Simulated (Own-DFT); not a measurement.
## Calculated data, Hf₃₆O₇₁ (tetragonal hafnia with one neutral oxygen vacancy, atoms displaced)

All values are calculated (Own-DFT development build). A calculation, not a measurement: plane-wave PBE and HSE06 DFT by an unreviewed code, no spin, of a simulated cell at Gamma alone, so results move with cell size and shape, stress positive in tension, energies less offsets, not probed for a lower state with spin; hafnium file: forces about 75 meV/angstrom off all-electron values; oxygen file: force components 24 meV/angstrom off all-electron in a glass; k mesh not checked against a denser one; forces and stress are PBE's, HSE06 gives the energy alone, and its difference from PBE has offsets of its own; offsets are fitted by least squares, one for each functional and potential file, so energies compare only between cells with the same atoms and settings and are not formation energies; the far tail of each file's local potential was reset to the Coulomb form; each entry is a single point on an unrelaxed cell, so the pressure reflects the starting lattice, taken from the Materials Project, from which strain is counted, and rises with the displacements; printed positions are rounded, which can move forces by about a meV/angstrom; the program is a retired in-house code; no spin-orbit coupling.

Common to all runs: first functional PBE; second functional HSE06; exact exchange share 0.25; screening 0.11 1/bohr; exchange divergence Gygi-Baldereschi; potential files PseudoDojo norm-conserving, scalar-relativistic, made for PBE, standard set; wave cutoff 48 hartree; occupations fixed; k mesh 1 x 1 x 1 centred on Gamma.

(1) 
```cif
# cell vector a (Å): 10.7800 0.0000 0.0000
# cell vector b (Å): 0.0000 10.7800 0.0000
# cell vector c (Å): 0.0000 0.0000 10.4493
data_Hf36O71
_symmetry_space_group_name_H-M 'P 1'
_symmetry_Int_Tables_number 1
_cell_length_a 10.7800
_cell_length_b 10.7800
_cell_length_c 10.4493
_cell_angle_alpha 90.000
_cell_angle_beta 90.000
_cell_angle_gamma 90.000
_cell_volume 1214.30
loop_
_atom_site_label
_atom_site_type_symbol
_atom_site_fract_x
_atom_site_fract_y
_atom_site_fract_z
_atom_site_occupancy
Hf1 Hf 0.00250 0.99848 0.99941 1
Hf2 Hf 0.16649 0.17037 0.24602 1
O1 O 0.99927 0.16925 0.15381 1
O2 O 0.16611 0.00000 0.34821 1
O3 O 0.99431 0.16955 0.40266 1
O4 O 0.16636 0.99657 0.10220 1
Hf3 Hf 0.00030 0.99696 0.49992 1
Hf4 Hf 0.17109 0.16777 0.74695 1
O5 O 0.99994 0.16675 0.64926 1
O6 O 0.16329 0.00148 0.84789 1
O7 O 0.99762 0.16662 0.89731 1
O8 O 0.17050 0.99910 0.59596 1
Hf5 Hf 0.99792 0.33361 0.99737 1
Hf6 Hf 0.16443 0.49929 0.24935 1
O9 O 0.99927 0.50149 0.15162 1
O10 O 0.16450 0.33450 0.34807 1
O11 O 0.00316 0.50224 0.39505 1
O12 O 0.16754 0.33224 0.10443 1
Hf7 Hf 0.00364 0.32981 0.50672 1
Hf8 Hf 0.15842 0.50254 0.74903 1
O13 O 0.00081 0.49617 0.65332 1
O14 O 0.16244 0.33501 0.84858 1
O15 O 0.00173 0.49364 0.89946 1
O16 O 0.16802 0.33623 0.60153 1
Hf9 Hf 0.99990 0.66895 0.99851 1
Hf10 Hf 0.17032 0.83144 0.24712 1
O17 O 0.00083 0.83682 0.15493 1
O18 O 0.17040 0.66376 0.34618 1
O19 O 0.00302 0.83236 0.39830 1
O20 O 0.16647 0.66539 0.09356 1
Hf11 Hf 0.00040 0.66312 0.50661 1
Hf12 Hf 0.17410 0.83422 0.74427 1
O21 O 0.99565 0.83118 0.64976 1
O22 O 0.16699 0.66584 0.85603 1
O23 O 0.00264 0.83230 0.90012 1
O24 O 0.16842 0.67183 0.59916 1
Hf13 Hf 0.33195 0.00008 0.00152 1
Hf14 Hf 0.50503 0.16729 0.24902 1
O25 O 0.33233 0.16793 0.14871 1
O26 O 0.49264 0.00330 0.35127 1
O27 O 0.33823 0.17037 0.40297 1
O28 O 0.49891 0.00205 0.09647 1
Hf15 Hf 0.33343 0.00089 0.49729 1
Hf16 Hf 0.50085 0.16726 0.74874 1
O29 O 0.33561 0.16555 0.65424 1
O30 O 0.49564 0.99832 0.84971 1
O31 O 0.33616 0.16729 0.90589 1
O32 O 0.49873 0.00633 0.59567 1
Hf17 Hf 0.33301 0.33222 0.99999 1
Hf18 Hf 0.50313 0.50211 0.25260 1
O33 O 0.33297 0.49881 0.15344 1
O34 O 0.50192 0.33318 0.34528 1
O35 O 0.33191 0.49561 0.40317 1
O36 O 0.50138 0.33601 0.09625 1
Hf19 Hf 0.33065 0.32998 0.50006 1
Hf20 Hf 0.50044 0.49746 0.74814 1
O37 O 0.32890 0.49817 0.64982 1
O38 O 0.49893 0.33073 0.84460 1
O39 O 0.33439 0.50406 0.89885 1
O40 O 0.49494 0.33942 0.59613 1
Hf21 Hf 0.33058 0.66395 0.00061 1
Hf22 Hf 0.50151 0.82895 0.24370 1
O41 O 0.33371 0.83784 0.15170 1
O42 O 0.49986 0.66604 0.34975 1
O43 O 0.33369 0.83037 0.39828 1
O44 O 0.50063 0.67106 0.09809 1
Hf23 Hf 0.33304 0.66319 0.50003 1
Hf24 Hf 0.49443 0.83465 0.74994 1
O45 O 0.33094 0.83548 0.65026 1
O46 O 0.49788 0.66631 0.84768 1
O47 O 0.33172 0.82878 0.90149 1
O48 O 0.50356 0.66605 0.59415 1
Hf25 Hf 0.66827 0.99923 0.00300 1
Hf26 Hf 0.83258 0.16986 0.24803 1
O49 O 0.66577 0.16377 0.14868 1
O50 O 0.83190 0.99564 0.34577 1
O51 O 0.66616 0.16260 0.40634 1
O52 O 0.82612 0.99988 0.09476 1
Hf27 Hf 0.67296 0.99895 0.50042 1
Hf28 Hf 0.83649 0.16204 0.75304 1
O53 O 0.66486 0.16774 0.64891 1
O54 O 0.83615 0.99826 0.84380 1
O55 O 0.66396 0.16981 0.90101 1
O56 O 0.82293 0.00014 0.59327 1
Hf29 Hf 0.66837 0.33304 0.00093 1
Hf30 Hf 0.83327 0.50271 0.24360 1
O57 O 0.66361 0.49827 0.15252 1
O58 O 0.83028 0.33377 0.34966 1
O59 O 0.66926 0.50039 0.40224 1
O60 O 0.83818 0.33276 0.09718 1
Hf31 Hf 0.66619 0.33591 0.50363 1
Hf32 Hf 0.83673 0.49654 0.75510 1
O61 O 0.66655 0.49953 0.65499 1
O62 O 0.83202 0.33368 0.84664 1
O63 O 0.67072 0.50029 0.90166 1
O64 O 0.82717 0.33417 0.59589 1
Hf33 Hf 0.66671 0.66291 0.99588 1
Hf34 Hf 0.83000 0.82903 0.24722 1
O65 O 0.66333 0.83404 0.15488 1
O66 O 0.83725 0.67006 0.34833 1
O67 O 0.84233 0.66524 0.09546 1
Hf35 Hf 0.66475 0.66441 0.49521 1
Hf36 Hf 0.83005 0.83626 0.75170 1
O68 O 0.66294 0.82827 0.65592 1
O69 O 0.83243 0.67164 0.85024 1
O70 O 0.67096 0.83268 0.89922 1
O71 O 0.82830 0.66865 0.59881 1
_calc_PBE_energy_of_cell_above_offsets '-100.229'  # eV
_calc_HSE06_less_PBE_above_offsets '-0.109'  # eV
_calc_PBE_pressure 0.83  # GPa
_calc_PBE_stress_xx -2.05  # GPa
_calc_PBE_stress_yy 0.73  # GPa
_calc_PBE_stress_zz -1.17  # GPa
_calc_PBE_stress_yz -0.33  # GPa
_calc_PBE_stress_xz 0.23  # GPa
_calc_PBE_stress_xy 0.07  # GPa
```

Force:
```csv
element,x (eV/Å),y (eV/Å),z (eV/Å)
Hf,-0.042,-0.401,0.163
Hf,0.268,-0.366,0.679
O,-0.083,-0.458,-0.531
O,0.006,0.539,-0.097
O,0.193,-0.652,0.314
O,-0.231,0.457,-0.779
Hf,0.012,-0.45,-1.031
Hf,-0.389,0.051,0.711
O,0.138,-0.033,0.201
O,0.301,0.048,-0.165
O,-0.219,-0.079,0.603
O,-1.054,0.113,0.494
Hf,1.339,-0.648,0.397
Hf,0.228,0.022,0.321
O,0.071,-0.266,-0.584
O,-0.065,-0.628,0.485
O,-0.301,-0.444,1.407
O,-0.48,0.014,-1.046
Hf,-1.065,0.372,-1.608
Hf,2.554,-0.064,1.11
O,-0.887,0.419,-0.828
O,0.432,-0.498,-0.128
O,-0.566,1.407,-0.05
O,-0.417,-0.642,0.013
Hf,1.079,-0.004,-0.548
Hf,-0.538,0.304,1.189
O,-0.219,-0.093,-0.837
O,0.113,0.301,0.046
O,0.116,-0.257,1.057
O,-0.273,0.198,0.894
Hf,-0.897,1.097,-1.508
Hf,-1.837,-0.32,1.301
O,0.717,0.549,0.199
O,-0.366,0.079,-1.547
O,-0.229,0.592,0.469
O,-0.517,-0.288,0.403
Hf,0.439,-0.26,-0.041
Hf,-1.043,-0.48,0.717
O,0.296,-0.063,0.409
O,0.538,-0.84,-1.233
O,-0.678,-0.488,-0.144
O,0.341,-0.139,0.097
Hf,1.169,-0.36,-1.1
Hf,0.615,-0.843,-0.037
O,-0.711,0.271,-0.196
O,0.073,0.153,-0.377
O,-0.56,-0.081,-0.548
O,0.206,-0.589,0.359
Hf,0.131,0.734,0.245
Hf,-1.251,-0.853,-0.027
O,0.442,0.276,-0.07
O,0.277,0.257,-0.063
O,0.259,0.46,-0.012
O,0.039,-0.213,-0.356
Hf,0.524,0.998,-0.205
Hf,-0.986,0.295,-0.28
O,0.13,0.621,0.548
O,0.086,0.823,0.359
O,0.06,-1.155,0.512
O,0.573,-0.216,0.129
Hf,0.388,-0.222,-0.385
Hf,-1.146,1.032,1.609
O,0.029,-0.252,-0.523
O,0.414,0.096,-0.301
O,-0.203,0.088,0.645
O,0.163,-0.228,-0.029
Hf,0.419,-0.167,-0.71
Hf,1.001,-0.174,0.095
O,1.078,-0.139,-0.424
O,0.594,0.012,-0.14
O,-0.194,0.882,-0.226
O,-1.135,-0.165,0.232
Hf,-1.48,0.157,-0.981
Hf,0.098,-0.307,1.23
O,0.56,0.538,0.12
O,-0.221,0.314,-0.2
O,0.105,0.865,-0.796
O,1.845,0.029,0.053
Hf,-2.995,-0.525,-1.415
Hf,-0.923,0.895,-0.828
O,0.42,0.243,0.927
O,-0.075,0.647,0.606
O,0.477,-0.795,0.155
O,3.221,0.076,1.55
Hf,-0.624,-0.235,-0.195
Hf,0.551,-0.376,1.562
O,0.975,0.4,-0.525
O,-0.105,0.3,-0.893
O,-0.218,0.046,-0.309
O,-1.221,0.09,0.107
Hf,-0.473,-0.755,-0.683
Hf,-1.4,1.091,-0.789
O,0.366,-0.317,0.109
O,0.185,-0.653,0.352
O,-0.056,-0.382,0.158
O,1.828,0.157,0.659
Hf,-0.079,0.94,-0.121
Hf,0.885,0.795,0.808
O,0.998,-0.173,-0.449
O,-0.733,-0.802,-0.341
O,-2.367,-0.027,0.562
Hf,0.473,1.195,0.627
Hf,-0.334,-1.43,-0.849
O,-0.029,0.592,-0.417
O,0.392,-1.264,-0.157
O,-0.251,0.186,0.923
O,0.932,-0.552,-0.267
```

(2) 
```cif
# cell vector a (Å): 10.7800 0.0000 0.0000
# cell vector b (Å): 0.0000 10.7800 0.0000
# cell vector c (Å): 0.0000 0.0000 10.4493
data_Hf36O71
_symmetry_space_group_name_H-M 'P 1'
_symmetry_Int_Tables_number 1
_cell_length_a 10.7800
_cell_length_b 10.7800
_cell_length_c 10.4493
_cell_angle_alpha 90.000
_cell_angle_beta 90.000
_cell_angle_gamma 90.000
_cell_volume 1214.30
loop_
_atom_site_label
_atom_site_type_symbol
_atom_site_fract_x
_atom_site_fract_y
_atom_site_fract_z
_atom_site_occupancy
Hf1 Hf 0.00297 0.99992 0.00373 1
Hf2 Hf 0.16230 0.16764 0.25154 1
O1 O 0.99944 0.16719 0.15355 1
O2 O 0.16700 0.00241 0.34939 1
O3 O 0.00305 0.16648 0.40370 1
O4 O 0.16424 0.00111 0.09553 1
Hf3 Hf 0.99248 0.99638 0.50091 1
Hf4 Hf 0.17123 0.16622 0.74661 1
O5 O 0.00271 0.16931 0.65765 1
O6 O 0.16752 0.00250 0.84889 1
O7 O 0.00337 0.17011 0.90360 1
O8 O 0.16492 0.99942 0.59392 1
Hf5 Hf 0.00082 0.33431 0.00170 1
Hf6 Hf 0.16657 0.49802 0.24403 1
O9 O 0.00427 0.49657 0.15421 1
O10 O 0.16229 0.33160 0.34331 1
O11 O 0.99361 0.50033 0.39915 1
O12 O 0.16596 0.33274 0.09868 1
Hf7 Hf 0.99654 0.33360 0.50016 1
Hf8 Hf 0.16730 0.50032 0.75244 1
O13 O 0.00574 0.50067 0.65291 1
O14 O 0.16039 0.33093 0.84850 1
O15 O 0.00012 0.50183 0.90412 1
O16 O 0.16365 0.33596 0.59882 1
Hf9 Hf 0.99991 0.66839 0.00766 1
Hf10 Hf 0.16414 0.83685 0.24341 1
O17 O 0.99698 0.83108 0.15535 1
O18 O 0.16503 0.66327 0.34625 1
O19 O 0.00117 0.83340 0.40239 1
O20 O 0.17074 0.66686 0.10059 1
Hf11 Hf 0.00245 0.66590 0.50058 1
Hf12 Hf 0.16703 0.83891 0.75020 1
O21 O 0.99925 0.83111 0.65712 1
O22 O 0.16327 0.66574 0.84090 1
O23 O 0.99687 0.83475 0.89766 1
O24 O 0.16302 0.66842 0.59722 1
Hf13 Hf 0.33545 0.99697 0.99766 1
Hf14 Hf 0.49853 0.16746 0.25173 1
O25 O 0.33170 0.16966 0.15155 1
O26 O 0.50248 0.00048 0.34583 1
O27 O 0.33043 0.16597 0.40362 1
O28 O 0.50135 0.00024 0.09849 1
Hf15 Hf 0.33382 0.00598 0.50226 1
Hf16 Hf 0.49084 0.16427 0.74759 1
O29 O 0.33609 0.16987 0.65052 1
O30 O 0.50399 0.99360 0.84991 1
O31 O 0.33480 0.16301 0.90240 1
O32 O 0.50395 0.00346 0.59837 1
Hf17 Hf 0.33317 0.33310 0.00605 1
Hf18 Hf 0.49596 0.49278 0.24761 1
O33 O 0.33624 0.49927 0.14966 1
O34 O 0.49663 0.33443 0.35152 1
O35 O 0.32980 0.49828 0.39983 1
O36 O 0.49940 0.33557 0.09542 1
Hf19 Hf 0.33274 0.33401 0.50473 1
Hf20 Hf 0.50033 0.50321 0.75024 1
O37 O 0.33134 0.49994 0.65118 1
O38 O 0.49940 0.33964 0.84921 1
O39 O 0.33466 0.49562 0.90150 1
O40 O 0.49993 0.33509 0.59860 1
Hf21 Hf 0.33334 0.66477 0.00439 1
Hf22 Hf 0.50168 0.83039 0.25642 1
O41 O 0.33410 0.83261 0.15426 1
O42 O 0.50350 0.66555 0.34176 1
O43 O 0.33047 0.83027 0.40286 1
O44 O 0.50401 0.66772 0.09436 1
Hf23 Hf 0.32915 0.66442 0.49946 1
Hf24 Hf 0.50282 0.83408 0.75216 1
O45 O 0.33135 0.83713 0.64715 1
O46 O 0.49876 0.66501 0.84854 1
O47 O 0.33472 0.83407 0.89951 1
O48 O 0.49453 0.66678 0.60001 1
Hf25 Hf 0.66512 0.00026 0.99641 1
Hf26 Hf 0.83299 0.16541 0.25009 1
O49 O 0.67266 0.17084 0.15083 1
O50 O 0.83877 0.00030 0.34553 1
O51 O 0.66959 0.17019 0.40358 1
O52 O 0.83224 0.99955 0.09993 1
Hf27 Hf 0.66358 0.99815 0.49849 1
Hf28 Hf 0.83135 0.16716 0.75510 1
O53 O 0.67019 0.16662 0.65596 1
O54 O 0.83085 0.00743 0.85256 1
O55 O 0.66638 0.16791 0.90162 1
O56 O 0.83658 0.99862 0.60114 1
Hf29 Hf 0.66672 0.33069 0.00320 1
Hf30 Hf 0.83246 0.49907 0.25299 1
O57 O 0.66526 0.50212 0.15225 1
O58 O 0.83659 0.33395 0.34731 1
O59 O 0.66888 0.49537 0.40446 1
O60 O 0.83193 0.33322 0.09628 1
Hf31 Hf 0.66811 0.33433 0.50089 1
Hf32 Hf 0.83075 0.50427 0.74657 1
O61 O 0.66865 0.49764 0.65241 1
O62 O 0.82869 0.33367 0.84804 1
O63 O 0.66804 0.49696 0.89843 1
O64 O 0.83510 0.33036 0.59873 1
Hf33 Hf 0.66450 0.66562 0.00177 1
Hf34 Hf 0.83287 0.83126 0.24783 1
O65 O 0.66801 0.83124 0.15548 1
O66 O 0.83377 0.66787 0.34915 1
O67 O 0.66290 0.83378 0.40209 1
O68 O 0.83633 0.66543 0.09255 1
Hf35 Hf 0.66449 0.66633 0.49892 1
Hf36 Hf 0.83318 0.83429 0.75300 1
O69 O 0.66547 0.83391 0.65018 1
O70 O 0.83733 0.66701 0.84891 1
O71 O 0.66750 0.83329 0.90385 1
_calc_PBE_energy_of_cell_above_offsets '-100.717'  # eV
_calc_HSE06_less_PBE_above_offsets '-0.128'  # eV
_calc_PBE_pressure 0.96  # GPa
_calc_PBE_stress_xx -1.72  # GPa
_calc_PBE_stress_yy 0.39  # GPa
_calc_PBE_stress_zz -1.54  # GPa
_calc_PBE_stress_yz 0.02  # GPa
_calc_PBE_stress_xz -0.35  # GPa
_calc_PBE_stress_xy 0.05  # GPa
```

Force:
```csv
element,x (eV/Å),y (eV/Å),z (eV/Å)
Hf,-1.507,0.917,-1.34
Hf,0.16,-0.206,0.306
O,-0.136,-0.112,-0.105
O,0.196,-0.62,-0.842
O,-0.322,-0.188,0.23
O,0.939,-0.574,0.497
Hf,1.138,0.643,-0.378
Hf,-2.209,0.687,0.798
O,-0.207,-0.264,-0.224
O,0.13,-0.224,-0.11
O,-0.196,-0.985,0.681
O,0.288,0.264,0.544
Hf,-0.4,0.07,-0.997
Hf,0.162,0.017,1.524
O,-1.129,0.449,-0.366
O,0.251,0.629,0.378
O,0.19,0.096,0.533
O,0.379,0.211,-0.012
Hf,0.394,-0.081,0.018
Hf,-0.3,-0.499,0.103
O,-1.471,0.408,-0.288
O,0.762,0.165,-0.133
O,0.087,0.036,0.564
O,0.887,-0.426,-0.408
Hf,0.362,-0.53,-2.219
Hf,0.937,-0.254,2.126
O,0.569,-0.032,-0.923
O,-0.098,0.462,-0.354
O,-0.021,-0.282,0.119
O,-0.572,0.087,-0.254
Hf,-0.586,-0.224,-0.165
Hf,0.029,-0.925,-0.349
O,-0.318,-0.113,-0.619
O,0.528,0.889,0.955
O,0.281,0.196,1.306
O,0.937,0.043,-0.271
Hf,0.026,0.104,0.597
Hf,0.233,-0.183,-0.552
O,0.43,-0.1,0.386
O,-0.042,0.353,0.562
O,0.505,0.638,-0.038
O,-0.222,0.278,-0.129
Hf,-0.892,-2.042,-0.694
Hf,3.028,1.101,1.398
O,-0.821,-0.347,-0.706
O,-0.367,1.271,-0.205
O,0.452,0.407,-0.357
O,-0.818,0.17,0.176
Hf,-0.2,-0.335,-1.394
Hf,0.941,0.83,0.459
O,-0.541,0.053,-0.369
O,0.056,-0.614,-0.443
O,0.327,-0.114,0.111
O,0.068,-0.195,1.102
Hf,-0.37,0.728,-0.543
Hf,-0.141,-0.749,0.138
O,0.26,-0.097,-0.074
O,-0.275,-1.505,-0.517
O,-0.451,0.92,0.563
O,-0.017,-0.28,-0.05
Hf,0.654,0.058,-1.232
Hf,-0.351,0.333,-0.934
O,0.042,0.111,-0.437
O,-0.062,-0.989,0.582
O,0.49,0.747,-0.019
O,-1.274,0.072,0.364
Hf,-0.496,0.393,0.035
Hf,-0.924,-1.126,-0.657
O,0.667,0.218,0.921
O,0.206,0.692,0.095
O,-0.245,-0.529,0.433
O,0.906,-0.115,-0.594
Hf,0.733,0.511,0.457
Hf,0.405,0.294,0.024
O,-1.648,-0.112,0.385
O,-0.414,-0.48,0.479
O,-0.267,-0.79,-0.199
O,0.203,-0.179,-0.226
Hf,1.096,0.802,0.457
Hf,0.651,0.905,-0.369
O,-1.286,-0.109,-0.28
O,-0.039,-1.415,-0.064
O,-0.563,-0.299,0.444
O,-1.287,-0.131,-0.175
Hf,0.588,0.371,-1.37
Hf,0.36,-0.166,-0.121
O,0.035,-0.053,0.283
O,-0.191,-0.315,-0.05
O,-0.012,0.969,-0.286
O,0.479,0.37,0.456
Hf,0.298,-0.489,0.863
Hf,1.028,-0.789,0.994
O,-0.477,0.747,-0.556
O,0.341,0.241,-0.083
O,-0.081,1.016,0.64
O,-0.365,0.369,-0.262
Hf,0.666,-0.707,-0.786
Hf,-0.31,0.539,0.594
O,-0.261,-0.159,-0.212
O,-0.518,-0.054,0.005
O,0.1,-0.132,0.155
O,-0.746,-0.011,1.018
Hf,0.28,-0.303,0.412
Hf,0.39,0.245,0.178
O,0.307,-0.389,0.079
O,-0.434,0.177,-0.919
O,0.022,-0.36,-0.271
```
